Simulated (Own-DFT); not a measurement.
## Calculated data, Hf₃₆O₇₁ (tetragonal hafnia with one neutral oxygen vacancy, atoms displaced)

All values are calculated (Own-DFT development build). A calculation, not a measurement: plane-wave PBE and HSE06 DFT by an unreviewed code, no spin, of a simulated cell at Gamma alone, so results move with cell size and shape, stress positive in tension, energies less offsets, not probed for a lower state with spin; hafnium file: forces about 75 meV/angstrom off all-electron values; oxygen file: force components 24 meV/angstrom off all-electron in a glass; k mesh not checked against a denser one; forces and stress are PBE's, HSE06 gives the energy alone, and its difference from PBE has offsets of its own; offsets are fitted by least squares, one for each functional and potential file, so energies compare only between cells with the same atoms and settings and are not formation energies; the far tail of each file's local potential was reset to the Coulomb form; each entry is a single point on an unrelaxed cell, so the pressure reflects the starting lattice, taken from the Materials Project, from which strain is counted, and rises with the displacements; printed positions are rounded, which can move forces by about a meV/angstrom; the program is a retired in-house code; no spin-orbit coupling.

Common to all runs: first functional PBE; second functional HSE06; exact exchange share 0.25; screening 0.11 1/bohr; exchange divergence Gygi-Baldereschi; potential files PseudoDojo norm-conserving, scalar-relativistic, made for PBE, standard set; wave cutoff 48 hartree; occupations fixed; k mesh 1 x 1 x 1 centred on Gamma.

(1) Hf₃₆O₇₁ (tetragonal hafnia with one neutral oxygen vacancy, atoms displaced)

```
cell vectors (Å)
  10.7800     0.0000     0.0000
   0.0000    10.7800     0.0000
   0.0000     0.0000    10.4493
atoms (fractions of the cell vectors)
Hf  0.00772  0.00008  0.99710
Hf  0.16929  0.17276  0.24939
O   0.00250  0.16361  0.15693
O   0.00139  0.16853  0.41083
O   0.16877  0.00294  0.10547
Hf  0.00376  0.99970  0.50570
Hf  0.16184  0.16488  0.74622
O   0.99484  0.16958  0.65395
O   0.16148  0.00035  0.84956
O   0.00015  0.16920  0.90552
O   0.15799  0.00128  0.59622
Hf  0.00048  0.33739  0.00334
Hf  0.16451  0.50045  0.25495
O   0.99270  0.50078  0.14975
O   0.16116  0.33248  0.34986
O   0.99386  0.50135  0.40379
O   0.16543  0.33920  0.10464
Hf  0.00981  0.33331  0.50111
Hf  0.16691  0.50103  0.74658
O   0.99577  0.49519  0.65041
O   0.16701  0.32920  0.84778
O   0.00214  0.49551  0.90728
O   0.17251  0.32086  0.59494
Hf  0.99424  0.66935  0.99171
Hf  0.16259  0.83525  0.24962
O   0.99885  0.82667  0.15443
O   0.16318  0.65966  0.34762
O   0.99605  0.82681  0.40431
O   0.16756  0.66210  0.09242
Hf  0.00291  0.65900  0.50053
Hf  0.16338  0.84292  0.75626
O   0.00262  0.83164  0.64756
O   0.16473  0.66813  0.84854
O   0.00164  0.83620  0.90495
O   0.17947  0.66457  0.59537
Hf  0.33170  0.99844  0.00006
Hf  0.49221  0.17146  0.24394
O   0.33214  0.17066  0.15512
O   0.50525  0.99695  0.34696
O   0.34097  0.16124  0.40510
O   0.50700  0.99122  0.09163
Hf  0.32809  0.00302  0.49240
Hf  0.50411  0.16973  0.75378
O   0.33925  0.16322  0.65157
O   0.50207  0.99791  0.84526
O   0.32805  0.16848  0.89597
O   0.49802  0.00404  0.59103
Hf  0.33326  0.33397  0.00300
Hf  0.50356  0.49799  0.24268
O   0.33653  0.49639  0.15340
O   0.49929  0.33278  0.34132
O   0.34183  0.49800  0.40130
O   0.49902  0.33664  0.09793
Hf  0.32823  0.34189  0.49792
Hf  0.49513  0.50447  0.74928
O   0.33034  0.49660  0.64835
O   0.50322  0.32996  0.84545
O   0.32911  0.49246  0.89785
O   0.50841  0.33155  0.59466
Hf  0.33470  0.66705  0.99473
Hf  0.50419  0.83904  0.25187
O   0.33246  0.83867  0.15577
O   0.50247  0.66981  0.35164
O   0.34232  0.83521  0.39067
O   0.50627  0.66001  0.09079
Hf  0.33695  0.67291  0.49785
Hf  0.50293  0.83624  0.74678
O   0.32902  0.83394  0.64421
O   0.49267  0.66336  0.84856
O   0.33207  0.83631  0.90405
O   0.50233  0.67416  0.60894
Hf  0.66752  0.00354  0.00635
Hf  0.83686  0.15842  0.25139
O   0.67454  0.16417  0.14452
O   0.82826  0.99715  0.35366
O   0.66635  0.16530  0.40602
O   0.82814  0.99343  0.09743
Hf  0.66963  0.00300  0.49125
Hf  0.83598  0.15406  0.75588
O   0.67326  0.17150  0.65205
O   0.84327  0.99480  0.84264
O   0.65848  0.16327  0.89483
O   0.83883  0.00508  0.59844
Hf  0.66083  0.34006  0.00570
Hf  0.83400  0.50161  0.25102
O   0.66019  0.50484  0.15055
O   0.83788  0.34043  0.34865
O   0.66512  0.49481  0.39081
O   0.83254  0.33460  0.09230
Hf  0.66298  0.33016  0.49920
Hf  0.83001  0.49690  0.74519
O   0.66592  0.50298  0.64665
O   0.82140  0.33338  0.84277
O   0.66654  0.50418  0.90457
O   0.83585  0.33870  0.60083
Hf  0.66895  0.66444  0.99837
Hf  0.83745  0.83112  0.24719
O   0.66101  0.83153  0.15761
O   0.83259  0.66715  0.35202
O   0.66558  0.83631  0.39506
O   0.83215  0.66655  0.09876
Hf  0.67147  0.66187  0.50119
Hf  0.83925  0.83079  0.74549
O   0.66769  0.83359  0.66119
O   0.83923  0.66832  0.85453
O   0.66365  0.82889  0.90271
O   0.83758  0.66621  0.59299
```

```
PBE energy of cell above offsets : -97.346 eV
HSE06 less PBE above offsets     : 0.041 eV
PBE pressure                     : 2.03 GPa
PBE stress xx                    : -2.12 GPa
PBE stress yy                    : -1.65 GPa
PBE stress zz                    : -2.32 GPa
PBE stress yz                    : 0.05 GPa
PBE stress xz                    : 0.63 GPa
PBE stress xy                    : -0.1 GPa
```

Force:
| element | x (eV/Å) | y (eV/Å) | z (eV/Å) |
| --- | --- | --- | --- |
| Hf | -1.359 | 0.902 | 0.906 |
| Hf | -1.231 | -1.379 | 0.586 |
| O | -0.161 | -0.106 | -0.042 |
| O | 0.29 | -0.916 | -0.867 |
| O | -0.331 | -0.242 | -0.389 |
| Hf | -2.137 | -0.401 | -1.775 |
| Hf | 1.659 | 1.366 | 0.079 |
| O | 1.189 | -0.019 | 0.133 |
| O | -0.01 | 0.728 | 0.771 |
| O | -0.079 | -0.652 | 0.105 |
| O | 2.229 | 0.249 | 0.787 |
| Hf | -0.424 | -0.042 | -0.122 |
| Hf | 0.042 | 0.243 | -2.177 |
| O | 1.455 | -0.086 | 0.672 |
| O | 0.704 | 0.604 | 0.528 |
| O | 0.893 | -0.681 | -0.491 |
| O | 0.294 | -0.543 | -0.33 |
| Hf | -3.357 | 0.043 | 0.358 |
| Hf | -0.286 | 0.058 | 1.226 |
| O | 2.001 | 0.603 | 0.279 |
| O | -0.388 | 0.586 | -0.556 |
| O | 0.027 | 0.835 | -1.069 |
| O | -0.752 | 0.574 | 0.76 |
| Hf | 0.675 | -1.41 | 1.489 |
| Hf | 1.058 | -0.342 | 0.367 |
| O | 0.914 | 0.53 | -0.769 |
| O | 0.359 | 1.431 | 0.099 |
| O | 0.815 | 1.019 | -0.283 |
| O | -0.091 | 0.09 | 0.177 |
| Hf | 0.567 | 1.204 | -0.005 |
| Hf | 1.177 | -2.474 | -1.703 |
| O | 0.434 | -0.151 | 0.875 |
| O | -0.024 | 0.012 | -0.856 |
| O | 0.424 | 0.035 | -0.667 |
| O | -2.331 | -0.692 | 0.225 |
| Hf | 1.458 | -0.022 | -0.156 |
| Hf | 2.412 | -1.02 | 1.654 |
| O | -0.096 | -0.074 | -1.043 |
| O | -0.237 | 2.175 | -0.585 |
| O | -0.836 | 2.007 | -1.477 |
| O | -2.422 | 1.05 | 0.748 |
| Hf | 1.618 | -1.459 | 1.766 |
| Hf | 0.435 | -1.374 | -1.519 |
| O | -1.617 | -0.024 | 0.268 |
| O | -0.677 | 0.344 | 0.087 |
| O | 0.256 | -0.672 | 1.617 |
| O | 0.646 | -0.699 | -0.095 |
| Hf | -1.037 | 0.1 | -1.164 |
| Hf | -0.699 | 1.739 | 1.83 |
| O | -1.041 | 0.056 | -0.198 |
| O | -0.118 | -0.759 | 0.041 |
| O | -0.887 | 0.767 | -0.04 |
| O | -0.348 | -0.789 | 0.277 |
| Hf | 2.707 | -1.509 | 0.56 |
| Hf | 0.704 | -0.642 | -0.182 |
| O | 0.549 | -0.517 | -0.015 |
| O | -0.262 | 1.894 | 0.81 |
| O | 0.17 | 0.912 | 0.108 |
| O | -2.471 | 0.43 | 0.204 |
| Hf | 0.263 | -0.508 | 0.932 |
| Hf | -0.614 | -1.372 | 0.262 |
| O | -0.401 | -0.179 | -0.87 |
| O | -0.051 | -0.823 | -0.363 |
| O | -1.692 | 0.042 | 1.271 |
| O | -1.992 | 0.256 | 0.319 |
| Hf | 1.476 | 0.506 | -0.347 |
| Hf | -0.482 | 0.007 | 0.094 |
| O | -0.239 | 0.452 | 0.934 |
| O | -0.415 | 0.52 | -0.156 |
| O | -0.512 | 0.015 | -0.349 |
| O | -0.343 | -0.759 | -1.241 |
| Hf | -0.418 | -0.677 | -2.065 |
| Hf | -0.525 | 1.394 | 0.507 |
| O | -1.269 | 0.314 | 0.935 |
| O | 0.699 | 0.398 | -1.013 |
| O | 0.211 | 0.832 | -1.438 |
| O | 2.431 | 0.13 | 0.417 |
| Hf | -0.802 | -0.883 | 1.477 |
| Hf | -1.568 | 2.885 | -1.242 |
| O | -0.377 | -0.502 | 0.086 |
| O | -0.031 | -0.823 | 1.264 |
| O | 0.753 | 0.004 | 1.441 |
| O | -0.768 | -0.64 | 0.17 |
| Hf | 2.111 | -0.969 | -2.038 |
| Hf | -0.897 | -0.242 | 0.162 |
| O | 2.211 | -0.932 | -0.81 |
| O | 0.058 | -2.007 | -0.805 |
| O | -0.084 | 0.79 | 1.261 |
| O | -0.248 | 0.033 | 0.358 |
| Hf | 2.337 | 0.309 | 0.194 |
| Hf | -0.386 | -1.496 | 0.43 |
| O | -0.357 | 0.56 | 0.353 |
| O | 0.463 | -0.091 | 0.375 |
| O | -0.178 | -0.69 | -0.881 |
| O | -0.068 | 0.348 | -1.144 |
| Hf | -0.189 | 1.323 | 0.463 |
| Hf | -1.996 | -0.267 | 0.922 |
| O | 2.145 | -0.147 | -0.876 |
| O | -0.143 | -0.215 | -0.443 |
| O | 0.344 | -0.863 | 1.587 |
| O | 0.164 | 0.301 | 0.192 |
| Hf | -1.199 | 0.288 | -1.383 |
| Hf | -1.29 | -0.102 | 0.306 |
| O | 1.197 | -0.018 | -1.113 |
| O | 0.296 | -0.213 | -1.234 |
| O | 0.215 | 0.655 | 0.24 |
| O | -0.306 | 0.169 | 1.034 |

(2) Hf₃₆O₇₁ (tetragonal hafnia with one neutral oxygen vacancy, atoms displaced)

```
cell vectors (Å)
  10.7800     0.0000     0.0000
   0.0000    10.7800     0.0000
   0.0000     0.0000    10.4493
atoms (fractions of the cell vectors)
Hf  0.00774  0.99857  0.00330
Hf  0.16243  0.15869  0.24541
O   0.00455  0.17059  0.15568
O   0.16502  0.98749  0.35517
O   0.00788  0.16914  0.41546
O   0.16378  0.00455  0.10480
Hf  0.99382  0.00217  0.49279
Hf  0.17193  0.17355  0.74968
O   0.99787  0.16552  0.64827
O   0.15786  0.00399  0.85563
O   0.99342  0.17744  0.89728
O   0.16914  0.00550  0.60004
Hf  0.99943  0.33971  0.99982
Hf  0.16254  0.50225  0.25213
O   0.99785  0.49742  0.15843
O   0.00459  0.49667  0.39775
O   0.16456  0.33776  0.09188
Hf  0.99108  0.33188  0.49911
Hf  0.17187  0.50389  0.75400
O   0.00629  0.51086  0.64360
O   0.17165  0.32697  0.84840
O   0.99582  0.51123  0.90855
O   0.17853  0.34147  0.59633
Hf  0.00428  0.67057  0.99854
Hf  0.16758  0.84150  0.24775
O   0.99928  0.83331  0.14909
O   0.16975  0.67264  0.35801
O   0.00464  0.83847  0.39976
O   0.15054  0.66327  0.09295
Hf  0.00382  0.67625  0.49936
Hf  0.15787  0.82673  0.76034
O   0.99894  0.82860  0.65074
O   0.16609  0.65691  0.85635
O   0.99215  0.82881  0.89237
O   0.16771  0.65927  0.59766
Hf  0.33036  0.98775  0.00605
Hf  0.50160  0.16149  0.23790
O   0.32225  0.16955  0.14442
O   0.51402  0.99820  0.34408
O   0.33586  0.15821  0.40318
O   0.49975  0.99741  0.10247
Hf  0.32590  0.99050  0.49694
Hf  0.50417  0.16904  0.74193
O   0.33097  0.15516  0.64929
O   0.50540  0.00032  0.84481
O   0.34642  0.15318  0.88364
O   0.50700  0.00919  0.60950
Hf  0.32276  0.33147  0.98503
Hf  0.48373  0.50255  0.23840
O   0.31555  0.48048  0.14474
O   0.49622  0.33062  0.34740
O   0.32444  0.50353  0.39351
O   0.49413  0.33355  0.09193
Hf  0.31966  0.33482  0.50069
Hf  0.49540  0.50250  0.74701
O   0.34077  0.50543  0.66169
O   0.49832  0.32866  0.84576
O   0.32855  0.49976  0.89550
O   0.50267  0.33199  0.61728
Hf  0.32700  0.67113  0.98852
Hf  0.50437  0.82254  0.25200
O   0.33353  0.82144  0.15384
O   0.49560  0.67021  0.33974
O   0.31819  0.83601  0.39597
O   0.49401  0.66878  0.09942
Hf  0.33622  0.66915  0.49975
Hf  0.48699  0.83640  0.75264
O   0.33142  0.83113  0.64440
O   0.50083  0.69604  0.84471
O   0.33581  0.83516  0.90369
O   0.51673  0.66616  0.59736
Hf  0.64788  0.00287  0.99557
Hf  0.83661  0.17107  0.25050
O   0.66480  0.17050  0.16960
O   0.83919  0.99767  0.35800
O   0.66842  0.16657  0.40412
O   0.83782  0.00862  0.10949
Hf  0.66643  0.00060  0.50620
Hf  0.83985  0.16734  0.75066
O   0.65446  0.15364  0.65000
O   0.83699  0.00575  0.83977
O   0.65937  0.17083  0.91182
O   0.83309  0.98693  0.60042
Hf  0.68108  0.33436  0.98956
Hf  0.82806  0.50557  0.24096
O   0.67239  0.49812  0.14345
O   0.82918  0.32204  0.33339
O   0.66918  0.49742  0.38301
O   0.83578  0.33554  0.10466
Hf  0.66931  0.34422  0.50485
Hf  0.83025  0.49390  0.75445
O   0.67292  0.50109  0.64378
O   0.83467  0.31745  0.85785
O   0.67069  0.48821  0.90378
O   0.84286  0.32917  0.60463
Hf  0.66213  0.66422  0.99533
Hf  0.83206  0.82507  0.24388
O   0.67867  0.81805  0.15143
O   0.84790  0.65971  0.34781
O   0.66845  0.82842  0.39817
O   0.81599  0.67414  0.09290
Hf  0.67801  0.65693  0.50084
Hf  0.83582  0.83661  0.74416
O   0.66626  0.82266  0.65596
O   0.84350  0.67162  0.83834
O   0.67816  0.84428  0.89240
O   0.84241  0.66327  0.60009
```

```
PBE energy of cell above offsets : -88.023 eV
HSE06 less PBE above offsets     : 0.558 eV
PBE pressure                     : 4.2 GPa
PBE stress xx                    : -4.63 GPa
PBE stress yy                    : -4.21 GPa
PBE stress zz                    : -3.75 GPa
PBE stress yz                    : -0.7 GPa
PBE stress xz                    : 0.33 GPa
PBE stress xy                    : 0.4 GPa
```

Force:
| element | x (eV/Å) | y (eV/Å) | z (eV/Å) |
| --- | --- | --- | --- |
| Hf | -3.584 | 0.873 | -1.032 |
| Hf | 1.843 | 1.462 | 1.926 |
| O | -0.247 | -0.051 | -0.692 |
| O | -0.182 | 3.025 | -0.768 |
| O | 0.463 | 0.268 | -2.261 |
| O | 1.076 | -1.243 | 0.171 |
| Hf | -0.009 | -0.882 | 1.538 |
| Hf | 0.148 | -3.384 | -1.518 |
| O | 0.927 | 0.364 | 0.595 |
| O | 0.23 | -1.291 | 0.017 |
| O | 1.074 | -1.304 | 1.048 |
| O | -1.119 | -0.92 | 0.087 |
| Hf | -0.226 | -0.616 | 1.204 |
| Hf | -0.839 | -0.493 | 1.168 |
| O | -0.221 | 0.435 | -1.063 |
| O | 0.312 | -0.633 | 0.759 |
| O | -1.113 | -0.605 | -0.066 |
| Hf | 2.432 | 1.678 | -0.778 |
| Hf | -1.49 | -1.218 | -2.371 |
| O | -0.581 | -1.677 | 2.275 |
| O | -0.257 | 2.41 | -0.042 |
| O | 0.044 | -2.972 | -1.254 |
| O | -4.324 | -0.123 | 1.881 |
| Hf | -4.395 | 0.676 | -0.071 |
| Hf | -0.858 | -2.528 | 1.258 |
| O | 0.352 | 0.046 | -0.659 |
| O | -0.313 | -0.387 | -1.606 |
| O | -0.244 | -0.973 | -0.126 |
| O | 4.559 | 0.241 | 1.354 |
| Hf | 0.073 | -1.401 | -0.599 |
| Hf | -0.842 | 2.037 | -2.382 |
| O | 2.323 | -0.16 | -0.217 |
| O | 0.428 | 2.524 | -0.22 |
| O | 1.863 | 1.144 | 0.926 |
| O | 1.414 | 0.424 | 1.187 |
| Hf | 0.521 | 3.997 | -0.425 |
| Hf | -1.624 | 1.79 | 2.854 |
| O | 0.749 | -0.768 | -0.319 |
| O | -0.826 | -1.088 | -0.1 |
| O | -1.033 | 0.682 | -0.161 |
| O | -1.641 | -0.396 | -0.224 |
| Hf | 1.035 | 2.732 | 1.51 |
| Hf | -2.786 | -0.523 | 1.026 |
| O | -0.031 | 1.479 | -0.201 |
| O | 0.037 | -0.851 | 1.813 |
| O | -1.876 | 0.458 | 2.425 |
| O | -2.066 | -2.046 | -1.909 |
| Hf | 2.682 | -1.88 | 2.121 |
| Hf | 0.948 | -3.135 | 0.179 |
| O | 2.077 | 1.945 | -0.006 |
| O | 0.073 | 1.144 | -0.28 |
| O | 0.496 | -0.181 | 0.972 |
| O | 0.364 | 0.379 | -0.377 |
| Hf | 4.97 | -2.07 | -3.466 |
| Hf | 2.215 | -1.644 | 0.643 |
| O | -1.668 | 0.509 | -1.813 |
| O | -0.325 | 2.525 | 0.289 |
| O | 0.955 | 1.303 | 0.16 |
| O | 0.129 | 1.459 | -2.297 |
| Hf | 0.09 | -1.403 | 2.656 |
| Hf | 1.59 | 3.165 | -0.269 |
| O | -0.623 | 0.746 | -1.258 |
| O | -0.653 | -2.428 | 1.654 |
| O | 1.873 | -1.553 | 0.136 |
| O | -0.101 | -0.979 | -1.353 |
| Hf | -0.545 | 0.39 | -0.552 |
| Hf | 3.198 | 5.104 | -4.45 |
| O | -0.794 | -0.653 | 0.717 |
| O | 0.039 | -7.531 | 3.321 |
| O | -1.363 | -0.293 | -1.051 |
| O | -2.638 | -0.949 | -0.533 |
| Hf | 3.585 | -0.385 | -0.982 |
| Hf | -1.342 | -4.334 | -0.768 |
| O | 1.17 | -0.149 | -2.321 |
| O | 0.244 | 0.42 | -0.889 |
| O | 0.344 | 0.745 | 1.523 |
| O | -0.316 | -0.612 | -1.771 |
| Hf | -0.502 | 0.067 | -1.121 |
| Hf | -0.394 | -2.299 | -0.654 |
| O | 5.221 | 1.318 | -0.154 |
| O | 0.497 | -0.081 | 0.841 |
| O | 0.051 | -1.388 | -0.834 |
| O | 0.37 | 0.681 | -0.315 |
| Hf | -2.347 | -1.883 | 4.059 |
| Hf | 0.438 | -1.575 | 0.707 |
| O | -2.401 | 0.54 | -0.539 |
| O | 0.72 | 4.578 | 3.607 |
| O | 0.104 | 0.325 | 1.909 |
| O | 0.442 | -0.28 | -1.406 |
| Hf | -1.879 | -2.583 | -1.966 |
| Hf | 1.921 | 2.06 | -0.557 |
| O | -0.132 | -0.575 | 0.591 |
| O | -0.535 | 3.61 | -0.565 |
| O | -0.054 | 3.945 | -2.726 |
| O | -2.725 | 0.805 | 0.319 |
| Hf | 0.455 | 1.501 | -0.077 |
| Hf | 0.759 | 1.994 | 1.827 |
| O | -4.158 | 1.147 | -0.759 |
| O | -0.446 | 1.088 | -0.06 |
| O | 0.209 | -0.943 | 0.388 |
| O | 3.753 | -1.3 | 0.091 |
| Hf | 0.518 | 2.251 | -0.175 |
| Hf | -2.374 | 0.591 | 0.464 |
| O | -0.226 | 0.309 | -0.447 |
| O | -1.458 | -2.52 | 0.448 |
| O | -0.408 | -1.113 | 2.098 |
| O | -1.265 | -0.137 | -0.886 |
